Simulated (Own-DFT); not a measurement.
# One host, several defects: wurtzite GaN

The numbers are computed, not measured, by runs of the plane-wave DFT program Own-DFT (in-house, retired, unreviewed) at fixed positions, with no spin and no spin-orbit coupling.

Common settings: PBE; PseudoDojo norm-conserving scalar-relativistic files; cutoff 42 hartree; 4 x 4 x 3 k mesh centred on Gamma; Fermi-Dirac smearing of 0.1 eV.

Keep in mind (not all hold for every row): not probed for a lower state with spin; forces not confirmed at this smearing and k mesh; stress not checked against mesh or cutoff.

All runs share one cell, with vectors in Å (9.567, 0.000, 0.000); (-4.784, 8.285, 0.000); (0.000, 0.000, 10.370) and a volume of 822.0 Å³. u is the rms random offset of the atoms per axis. The defect's site can differ from row to row.

| cell | formula | u (Å) | P (GPa) |
|---|---|---|---|
| no defect | Ga36N36 | 0.0203 | 5.95 |
| no defect | Ga36N36 | 0.0470 | 7.33 |
| no defect | Ga36N36 | 0.0526 | 7.66 |
| one N on a Ga site | Ga35N37 | 0.0270 | 5.27 |
| one N on a Ga site | Ga35N37 | 0.0487 | 6.50 |
| one N on a Ga site | Ga35N37 | 0.0488 | 6.51 |
| one Ga on an N site | Ga37N35 | 0.0287 | ? |
| one Ga on an N site | Ga37N35 | 0.0295 | 12.17 |
| one Ga on an N site | Ga37N35 | 0.0492 | 12.65 |
| one Ga on an N site | Ga37N35 | 0.0499 | 13.44 |

## Fit

P = P0 + c u² + a shift for each defect gives P0 = 5.73 GPa, c = 697 ± 100 GPa/Å² and a scatter of 0.26 GPa. The shifts, and each times the cell's volume:

- one Ga on an N site: 5.68 ± 0.21 GPa, 29.1 eV
- one N on a Ga site: -0.91 ± 0.21 GPa, -4.7 eV

A positive shift means that the defect pushes the cell outwards. Shift times volume (160.2 GPa Å³ is 1 eV) depends little on the cell's size, so, taken for each site, it can be compared between cells at like pressure. The atoms around the defects weren't relaxed, which would change these numbers.

## Withheld run

Question: what pressure belongs in the blank (one Ga on an N site, u = 0.0287 Å)?

The fitted form gives 11.98 ± 0.32 GPa. The hidden result is 11.84 GPa.
